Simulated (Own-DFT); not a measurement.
# Which defects push the lattice out? zincblende GaAs

Source: density functional calculations with Own-DFT, an unreviewed in-house program that is no longer used. Nothing was measured or relaxed, and spin and spin-orbit coupling are left out.

Method: PBE; PseudoDojo norm-conserving scalar-relativistic files; cutoff 42 hartree; 3 x 3 x 3 k mesh centred on Gamma; Fermi-Dirac smearing of 0.1 eV.

Limits (not all hold for every row): not probed for a lower state with spin; forces not confirmed at this smearing and k mesh; stress not checked against mesh or cutoff.

All runs share one cell, with vectors in Å (11.737, 0.000, 0.000); (0.000, 11.737, 0.000); (0.000, 0.000, 10.833) and a volume of 1492.4 Å³, strained against the parent crystal. The atoms are randomly displaced, by u rms on each axis. The defect's site can differ from row to row.

```
cell,formula,u (Å),P (GPa)
no defect,As32Ga32,0.0310,1.28
no defect,As32Ga32,0.0491,1.50
no defect,As32Ga32,0.0499,1.65
one Al on a Ga site,AlAs32Ga31,0.0284,1.23
one Al on a Ga site,AlAs32Ga31,0.0301,?
one Al on a Ga site,AlAs32Ga31,0.0505,1.55
one Al on a Ga site,AlAs32Ga31,0.0518,1.55
one In on a Ga site,As32Ga31In,0.0488,2.15
one In on a Ga site,As32Ga31In,0.0498,2.21
one In on a Ga site,As32Ga31In,0.0509,2.12
one P on an As site,As31Ga32P,0.0275,0.97
one P on an As site,As31Ga32P,0.0281,1.02
one P on an As site,As31Ga32P,0.0314,1.05
one As vacancy and one Ga vacancy,As31Ga31,0.0288,0.97
one As vacancy and one Ga vacancy,As31Ga31,0.0319,0.93
one As vacancy and one Ga vacancy,As31Ga31,0.0434,1.09
```

## Worked fit

P = P0 + c u² + a shift for each defect gives P0 = 1.13 GPa, c = 179 ± 22 GPa/Å² and a scatter of 0.05 GPa. The shifts, and each times the cell's volume:

- one In on a Ga site: 0.59 ± 0.04 GPa, 5.5 eV
- one Al on a Ga site: -0.05 ± 0.04 GPa, -0.4 eV (not resolved)
- one P on an As site: -0.27 ± 0.05 GPa, -2.5 eV
- one As vacancy and one Ga vacancy: -0.35 ± 0.04 GPa, -3.3 eV

Positive is outwards. The product with the volume (160.2 GPa Å³ to the eV) is nearly free of the cell's size; divided by the bulk modulus at the cell's pressure it gives the volume that the defect adds. The atoms around the defects weren't relaxed, which would change these numbers.

## Test on the hidden row

Question: what pressure belongs in the blank (one Al on a Ga site, u = 0.0301 Å)?

The fitted form gives 1.24 ± 0.06 GPa. The calculation gave 1.23 GPa.
